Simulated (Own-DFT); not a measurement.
Simulation results for AlN (wurtzite, strained, atoms displaced)

A calculation, not a measurement: plane-wave PBE density functional theory by an unreviewed code, no spin, of a simulated periodic cell, stress positive in tension, free energy of the whole cell less one offset for each atom, forces on such cells passed a denser k mesh, this cell's mesh not checked; offsets are fitted by least squares, one for each functional and potential file, so energies compare only between cells with the same atoms and settings and are not formation energies; the far tail of each file's local potential was reset to the Coulomb form; each entry is a single point on an unrelaxed cell, so the pressure reflects the starting lattice, mostly measured values (interpolated for alloys), from which strain is counted, and rises with the displacements; printed positions are rounded, which can move forces by about a meV/angstrom; the program, named Own-DFT, is a retired in-house code; no spin-orbit coupling. Program: Own-DFT development build.

Common to all runs: functional PBE; potential files PseudoDojo norm-conserving, scalar-relativistic, standard set; wave cutoff 42 hartree; occupations Fermi-Dirac; smearing width 0.1 eV; k mesh 2 x 2 x 2 centred on Gamma.

(1) 
```xyz
128
Lattice="12.2003 0.0929 -0.2330 -6.0197 10.6151 -0.0699 -0.1865 -0.1723 9.8153" Properties=species:S:1:pos:R:3:force_x:R:1:force_y:R:1:force_z:R:1 formula=AlN free_energy_of_cell_above_offsets=-45.196 pressure=17.16 stress_xx=-20.61 stress_yy=-15.6 stress_zz=-15.27 stress_yz=-5 stress_xz=-5.21 stress_xy=2.67
Al    -0.2062     1.6022     9.7292      1.748     -0.286      1.773
Al     1.4962     0.9374     2.4950      1.704     -2.153      -2.58
N      0.0541     1.6856     1.8424      -2.29       2.12     -0.831
N      1.4058     0.8040     4.2651      2.775     -0.585      0.671
Al     0.0822     1.6715     4.9610     -3.872      1.031     -0.567
Al     1.3586     0.7371     7.4347      1.488       0.43      -0.33
N     -0.0752     1.6328     6.7957     -1.623      0.555      0.606
N      1.4138     0.7531     9.2871     -1.268     -1.197     -1.154
Al    -1.7349     4.1768     9.7468      4.285      3.042      1.444
Al    -0.0060     3.5463     2.3658     -0.459     -1.623     -0.074
N     -1.5509     4.3913     1.9101     -0.166     -0.244     -1.663
N     -0.0981     3.4694     4.2257       1.85     -0.509       0.65
Al    -1.6012     4.3138     4.7645     -0.071      1.604      1.739
Al    -0.2008     3.4372     7.3097      2.298      0.312     -0.054
N     -1.6056     4.3760     6.7681      -1.98     -0.966     -1.177
N     -0.0657     3.3553     9.1802     -2.928     -0.011      0.055
Al    -2.9883     7.0500    -0.0603      0.835      1.136      0.979
Al    -1.5070     6.1615     2.3906     -0.607      0.131     -1.182
N     -2.9857     7.0585     1.8712     -1.999     -1.275     -1.853
N     -1.6808     6.1982     4.1641      4.662     -2.115      1.305
Al    -3.0045     6.9877     4.8535      -3.78      1.857     -0.074
Al    -1.5804     6.1616     7.2756     -0.007      -2.16      -0.17
N     -3.0914     6.9470     6.7150     -1.325     -0.359     -0.387
N     -1.6404     6.0624     9.0798     -0.759     -1.501      1.476
Al    -4.6769     9.4947     9.7081      0.565      1.899      1.078
Al    -3.0651     8.7979     2.3272      1.781       0.51     -0.491
N     -4.4769     9.7052     1.7787     -2.482      0.813      0.054
N     -3.1249     8.8219     4.1607      1.943     -1.259      1.219
Al    -4.6102     9.6067     4.7553      2.288      2.676      2.369
Al    -3.0406     8.6481     7.2219     -1.237      2.162      1.789
N     -4.5698     9.6474     6.7532     -1.083     -1.604     -0.744
N     -3.1096     8.7148     9.2117     -0.875     -1.729     -1.857
Al     2.9221     1.7027     9.6861     -0.425     -2.456      1.359
Al     4.4678     0.9061     2.3645      3.267     -0.813     -0.695
N      3.0937     1.7110     1.7048      -2.77      2.561      1.467
N      4.5443     0.9215     4.1789     -0.879     -1.912      0.854
Al     3.0190     1.7031     4.8278     -0.576     -0.551     -0.486
Al     4.4143     0.7946     7.3722     -0.318      0.348     -3.524
N      2.8067     1.6573     6.6128      1.392          0      2.079
N      4.4358     0.7808     9.1387     -1.451     -0.885      0.093
Al     1.3167     4.3397     9.7058      1.852     -0.886      0.099
Al     2.9705     3.5226     2.3538      1.621     -0.822     -1.676
N      1.5008     4.4557     1.7996     -0.129     -0.771     -0.263
N      3.0222     3.4886     4.2103      -1.78     -0.594     -0.816
Al     1.4651     4.3800     4.7154      -0.83      0.386      2.082
Al     2.9346     3.4214     7.2040     -0.974       0.63      1.341
N      1.3871     4.4456     6.7679       0.23     -3.558     -2.004
N      2.8392     3.3445     9.2098      0.929      3.553     -2.005
Al    -0.1468     6.8737     9.6645     -0.077      2.142      0.573
Al     1.5250     6.1585     2.3155     -0.577      2.217      0.241
N     -0.0870     7.1224     1.7210      1.819     -1.914      0.428
N      1.4804     6.2055     4.2624      0.663     -1.432     -1.875
Al    -0.0320     7.0685     4.6960     -1.314     -2.276      1.666
Al     1.4023     6.1236     7.1975      0.953      0.326      1.674
N     -0.0745     6.9444     6.6619     -0.636      1.163     -1.506
N      1.4148     6.0782     9.1895      -1.27     -0.519     -1.749
Al    -1.6145     9.6311     9.6648     -0.452     -0.085      0.759
Al     0.1109     8.8090     2.2808     -2.614       1.28      0.276
N     -1.5112     9.7979     1.6883      0.723     -1.496       1.66
N      0.0873     8.7496     4.2322     -2.628      1.012     -1.766
Al    -1.5341     9.5755     4.6889     -0.155       2.21      0.877
Al    -0.0472     8.6692     7.1949     -1.125      1.746      0.472
N     -1.6463     9.6659     6.6711      1.924     -0.639      -1.41
N     -0.1630     8.7531     9.0562      0.965     -1.449      -0.38
Al     5.9325     1.5896     9.4972      0.423      1.871      3.519
Al     7.5685     0.9288     2.3001      0.701     -1.283     -1.037
N      6.1503     1.8274     1.6943     -1.995     -0.349     -0.569
N      7.5891     0.8284     4.0808     -0.718     -0.385      3.105
Al     6.0375     1.7340     4.7260      0.986      0.319      0.063
Al     7.4834     0.8224     7.1967      0.218     -0.917     -0.158
N      6.0062     1.7496     6.5904     -0.459     -1.662      0.722
N      7.4515     0.7933     9.0834      0.525     -1.186     -1.293
Al     4.6661     4.4561    -0.1268     -1.493      0.626     -3.563
Al     6.0699     3.5337     2.2976      0.594      0.159     -0.156
N      4.5734     4.4377     1.6047     -0.253      0.351      4.067
N      6.1021     3.5660     4.2491     -3.945     -1.626     -2.468
Al     4.4179     4.4124     4.7316      2.863     -0.156      1.641
Al     6.0439     3.4695     7.1768     -1.025      0.801     -0.332
N      4.4588     4.2751     6.6336      0.167      1.882     -0.777
N      5.8817     3.3321     9.0062      2.089      1.731      0.445
Al     3.0714     7.1049    -0.1556       1.64      1.249     -1.432
Al     4.5593     6.2080     2.2537      0.364     -0.046     -0.486
N      3.0400     7.0829     1.6423      0.292     -0.695      1.945
N      4.5256     6.1726     4.1568     -0.065     -0.235     -0.894
Al     3.0455     7.0473     4.7319     -1.281      0.292      0.061
Al     4.5226     6.2477     7.0947     -3.065     -3.712      1.774
N      2.8996     7.0071     6.6112      1.066     -1.562     -1.656
N      4.4505     6.1673     8.9351     -0.158     -1.642      1.795
Al     1.3867     9.6110     9.5609       0.79     -0.833      0.699
Al     3.1503     8.8214     2.2167     -1.707      1.379     -1.037
N      1.4790     9.7071     1.6536      2.959      1.248     -0.505
N      2.9624     8.7945     4.0610      1.718     -0.342      0.901
Al     1.4917     9.6175     4.7806      1.174      2.613     -0.679
Al     2.9588     8.6838     7.0067      1.193      2.781      3.601
N      1.4568     9.5969     6.6340     -0.504      1.355     -0.692
N      2.9330     8.6871     9.0275      0.398       0.91     -0.656
Al     9.1085     1.7785    -0.1434      1.149      1.415      0.935
Al    10.6527     0.9728     2.2325      0.605     -0.387      0.512
N      9.1194     1.8634     1.7641      -0.15     -2.099     -2.052
N     10.6230     0.9117     4.1016      0.056     -0.395      1.049
Al     9.0291     1.7676     4.7964      1.345      0.195     -3.072
Al    10.5366     0.8884     7.2137      0.781     -1.377     -0.393
N      9.0518     1.6847     6.5810     -1.218      0.622      1.513
N     10.4736     0.7305     9.1314     -0.035       1.85     -1.815
Al     7.7062     4.5198    -0.1495     -1.278     -1.391     -2.231
Al     9.0832     3.5504     2.2494      2.039      0.807      0.448
N      7.6947     4.3993     1.6014     -2.934      1.085      1.442
N      9.0991     3.5701     4.0549     -1.865     -0.894      1.698
Al     7.4724     4.4302     4.7075      4.401      2.361      0.032
Al     8.9420     3.4313     7.1954      2.664      1.216     -0.547
N      7.5774     4.3696     6.5521     -1.397      0.624      0.579
N      9.0550     3.4949     9.0636     -3.624     -3.355     -1.433
Al     6.1179     7.1672    -0.1730      0.097      0.023     -1.864
Al     7.5450     6.1550     2.1199      2.717       1.46      1.836
N      6.1222     7.1495     1.6252     -1.445     -0.342       0.94
N      7.6164     6.2736     4.0738     -1.321      -1.57     -0.069
Al     6.0227     7.0924     4.6523       1.94      0.158      0.356
Al     7.5433     6.1518     7.1256      0.203     -0.249     -0.093
N      5.9560     6.9920     6.5912      3.418      2.696      -1.79
N      7.4987     6.0586     9.0309     -0.558      1.062     -0.521
Al     4.7735     9.8025    -0.2541     -6.091      0.635      0.921
Al     6.1057     8.9563     2.1635      2.185     -0.407      0.276
N      4.6307     9.7662     1.5601     -0.963      0.633      1.471
N      6.2132     8.8558     4.0468     -5.305     -1.612     -0.561
Al     4.5043     9.7059     4.6513      1.283      1.271     -0.772
Al     6.0591     8.8620     7.1328     -0.333     -0.529     -0.623
N      4.4815     9.7211     6.5051      0.283     -0.683      0.456
N      5.9034     8.8045     9.0308      5.094     -2.976     -2.442
```

Units: free_energy_of_cell_above_offsets in eV; pressure, stress_xx, stress_yy, stress_zz, stress_yz, stress_xz, stress_xy in GPa; force_x, force_y, force_z in eV/Å.

(2) 
```xyz
128
Lattice="12.3889 -0.1811 0.1418 -6.3513 10.7418 -0.2072 0.1135 -0.1260 10.0436" Properties=species:S:1:pos:R:3:force_x:R:1:force_y:R:1:force_z:R:1 formula=AlN free_energy_of_cell_above_offsets=-50.422 pressure=8.46 stress_xx=-7.93 stress_yy=-13.16 stress_zz=-4.28 stress_yz=-4.16 stress_xz=2.79 stress_xy=-5.55
Al     0.0484     1.6071     9.9524       1.55      1.937      2.054
Al     1.5985     0.8392     2.4964     -2.084      1.384      1.696
N      0.0394     1.8460     1.9496     -0.949     -1.972     -1.112
N      1.6168     0.8243     4.4091     -0.507     -0.549      0.617
Al    -0.0264     1.6363     4.9871      1.087      1.203     -0.319
Al     1.6529     0.7098     7.5439     -0.722      0.827       0.24
N      0.0711     1.6515     6.9186      0.129     -0.089     -0.146
N      1.6715     0.7941     9.5104     -2.615     -1.991     -2.136
Al    -1.4888     4.2520     9.9047     -1.577      2.696      1.156
Al    -0.0175     3.5585     2.5291     -0.516      0.413     -0.178
N     -1.5671     4.4687     1.7915      0.442     -1.591     -0.011
N     -0.0698     3.5458     4.4385      0.311     -0.974     -0.101
Al    -1.6629     4.3994     4.9810      1.792      1.333     -0.125
Al     0.0683     3.4220     7.5229      -1.71      0.228     -0.958
N     -1.5879     4.4551     6.8592      1.058     -4.657     -0.823
N     -0.0134     3.4864     9.3408      2.371     -1.813      0.746
Al    -3.0752     6.9606     9.8144      1.031      1.096      1.288
Al    -1.6652     6.1418     2.4253      1.518      0.972      0.628
N     -3.1342     6.9545     1.8295     -1.115      3.489     -1.957
N     -1.6019     6.2440     4.3234      0.121     -1.021      0.057
Al    -3.1389     7.1225     4.9135     -0.457     -1.971      0.265
Al    -1.5380     6.0494     7.3931     -0.549        4.9      1.486
N     -3.1526     7.0798     6.7783      0.866     -0.435      0.678
N     -1.5226     6.1661     9.2868      0.846     -1.172      0.579
Al    -4.7406     9.8589    -0.1550     -0.392     -0.394      0.066
Al    -3.1404     8.9279     2.2940     -3.008     -2.603      2.216
N     -4.7555     9.8816     1.8174      0.566     -2.985      -1.69
N     -3.1505     8.7799     4.3297     -1.073      2.056     -2.303
Al    -4.7357     9.7173     4.8662      1.411      1.123     -0.786
Al    -3.1239     8.8155     7.4082      0.064     -0.076     -0.974
N     -4.5978     9.7408     6.7075     -1.676     -0.798      1.103
N     -3.0963     8.8333     9.2287     -0.255     -0.466      2.315
Al     2.9332     1.7971     0.0534      3.572     -1.034     -1.479
Al     4.7215     0.8153     2.5161     -2.107       0.12      0.841
N      2.9528     1.6917     1.7766      3.531      1.217      3.709
N      4.6877     0.6777     4.5419     -0.088      1.428     -1.751
Al     3.1848     1.7029     5.0942     -0.881     -1.918      -0.88
Al     4.7041     0.6635     7.5722     -0.385      1.758      1.085
N      3.1010     1.6742     6.9337      1.317     -0.837      0.417
N      4.7408     0.7477     9.5171     -0.277     -0.758      0.384
Al     1.4902     4.4299     0.0287     -0.629      0.365     -2.067
Al     3.0676     3.4806     2.5407     -1.418     -1.387     -1.273
N      1.5597     4.4312     1.8353     -0.409     -0.483      1.555
N      3.0318     3.3615     4.3533      0.633      2.292      1.589
Al     1.5205     4.3015     5.0658     -0.737     -0.142     -0.814
Al     3.1151     3.3781     7.5118      0.328      1.214      0.675
N      1.5312     4.2921     6.9364      1.738      0.651     -0.502
N      3.1118     3.3164     9.4388      0.273      2.768     -0.924
Al    -0.0490     7.1492     0.0434     -1.456      -0.71     -3.957
Al     1.4565     6.1224     2.5121     -0.078      1.386     -0.174
N     -0.0490     7.1370     1.7760     -0.139     -1.411      3.305
N      1.3719     6.1196     4.4661      3.849     -1.351      -1.69
Al    -0.0202     7.0092     4.9969     -2.666      1.381     -1.007
Al     1.5294     6.1079     7.3958     -0.552      0.447      1.236
N     -0.0214     7.0166     6.7779      0.352      0.638      1.876
N      1.5217     6.1392     9.3449      0.508     -1.329      0.038
Al    -1.6395     9.7381    -0.0260     -1.242      1.584     -2.323
Al    -0.0735     8.8443     2.4194     -0.102      0.688      0.251
N     -1.7230     9.7642     1.8002      3.266      0.754     -0.003
N     -0.0510     8.8508     4.3547     -2.575     -2.598     -1.896
Al    -1.6302     9.6305     4.8324     -0.469      1.149      1.248
Al    -0.0673     8.8981     7.3614     -0.416     -1.434      0.784
N     -1.6697     9.7333     6.7565      1.217     -1.538     -0.375
N     -0.0695     8.7517     9.3617      1.204      0.454     -0.792
Al     6.2349     1.6543     0.0971     -2.039        1.2     -0.514
Al     7.7929     0.7242     2.6202      0.049      0.621     -0.133
N      6.2243     1.7019     1.9768        0.6     -2.015     -0.268
N      7.8127     0.7010     4.4690     -1.362      0.449      0.555
Al     6.1838     1.6923     5.0643      1.108     -3.025      1.522
Al     7.8083     0.7286     7.7533     -0.424     -0.249     -2.931
N      6.2578     1.4966     7.0360     -0.001      2.146     -0.439
N      7.8160     0.7072     9.5206      1.267     -1.144      1.785
Al     4.6895     4.2319    10.0052     -0.158     -0.078      0.706
Al     6.1903     3.3879     2.5148     -0.461      1.831      1.304
N      4.5594     4.2786     1.9688      1.679      0.893     -1.164
N      6.1801     3.3637     4.5575     -1.202      2.356     -2.266
Al     4.5634     4.4421     4.9985      0.814     -5.343      0.914
Al     6.1917     3.3947     7.6564      1.357     -0.634     -1.557
N      4.7469     4.3494     6.8847     -1.902      -1.54      0.319
N      6.3112     3.3697     9.5291     -2.452     -1.028     -0.527
Al     2.9152     7.0598    -0.0195      1.478      0.423     -1.151
Al     4.6091     6.0748     2.4804     -1.978     -0.157      -0.22
N      3.0164     7.0789     1.8317       0.09     -3.828      0.262
N      4.5990     6.0293     4.3864     -2.099      2.723     -1.392
Al     3.0224     7.0072     4.9550     -0.391      0.397     -0.182
Al     4.5988     6.0521     7.4611      1.027      0.725      1.334
N      3.1305     7.0022     6.8887     -0.917     -1.997     -1.586
N      4.7127     6.0404     9.3612     -1.798     -0.724      0.859
Al     1.5174     9.6389     9.8520     -0.064     -0.302      1.193
Al     2.9601     8.7045     2.4021       0.61      3.568      0.297
N      1.4859     9.7248     1.8119     -1.004     -0.199     -1.024
N      2.9717     8.7593     4.2356      0.276     -0.338      2.265
Al     1.3229     9.6691     4.8957      4.601      2.189      1.022
Al     3.0747     8.6834     7.4090     -0.985      2.605       0.99
N      1.5012     9.7478     6.7939      0.384     -1.396      0.582
N      3.0633     8.7452     9.3366     -0.008     -0.566     -0.247
Al     9.2891     1.6391     0.0893     -0.076      0.337      0.587
Al    10.7751     0.7079     2.6695      1.404      0.213     -1.203
N      9.3144     1.6984     2.0343     -0.434      -3.12     -1.642
N     10.7701     0.6771     4.5034      1.732     -1.108      1.222
Al     9.3206     1.5213     5.1453     -1.157      1.389      0.412
Al    10.9060     0.6638     7.6580     -0.318     -0.741     -0.325
N      9.3249     1.5496     7.0965      0.959      0.012     -0.976
N     10.9653     0.6189     9.5393     -1.535     -0.566     -0.225
Al     7.7315     4.2668    10.0518      2.446     -0.621      0.903
Al     9.2837     3.3418     2.5630     -0.239      3.274      0.318
N      7.6744     4.3044     1.9184      0.345      0.021      0.286
N      9.3134     3.3844     4.4468     -2.033     -1.106      0.392
Al     7.6841     4.3082     5.0158       1.26     -0.852      1.486
Al     9.3176     3.3270     7.5980     -0.872      0.856       0.56
N      7.7909     4.3289     7.0219     -0.699      -1.53     -0.678
N      9.3030     3.2674     9.5403       0.06       0.35      -0.62
Al     6.0651     7.0249    -0.0063      0.844     -0.755      0.301
Al     7.6507     6.1013     2.4722      -0.15     -0.904      1.188
N      6.0312     7.0007     1.9555      2.081     -0.138     -1.217
N      7.6614     6.0402     4.4542     -0.197      0.696     -1.134
Al     6.0636     6.8445     4.9412      2.578      2.298      1.581
Al     7.6959     6.0963     7.5791      0.922     -1.115     -0.962
N      6.1821     6.9256     6.9594     -0.913     -1.576     -2.096
N      7.8077     5.9706     9.4138     -2.017      0.912      0.998
Al     4.6361     9.5852     9.9088      0.001     -0.719      1.176
Al     6.1267     8.7466     2.5127     -1.307      1.486     -0.472
N      4.4854     9.6850     1.8333      1.008     -0.361     -0.362
N      6.1059     8.7625     4.3966      0.091     -1.829     -0.147
Al     4.6090     9.5996     4.9504      -2.18      0.684      0.043
Al     6.1777     8.5914     7.4533       0.14       3.11      0.956
N      4.6050     9.5766     6.8967       0.67       0.33     -0.741
N      6.1884     8.5904     9.4204      0.377      2.049     -0.577
```

Units: free_energy_of_cell_above_offsets in eV; pressure, stress_xx, stress_yy, stress_zz, stress_yz, stress_xz, stress_xy in GPa; force_x, force_y, force_z in eV/Å.
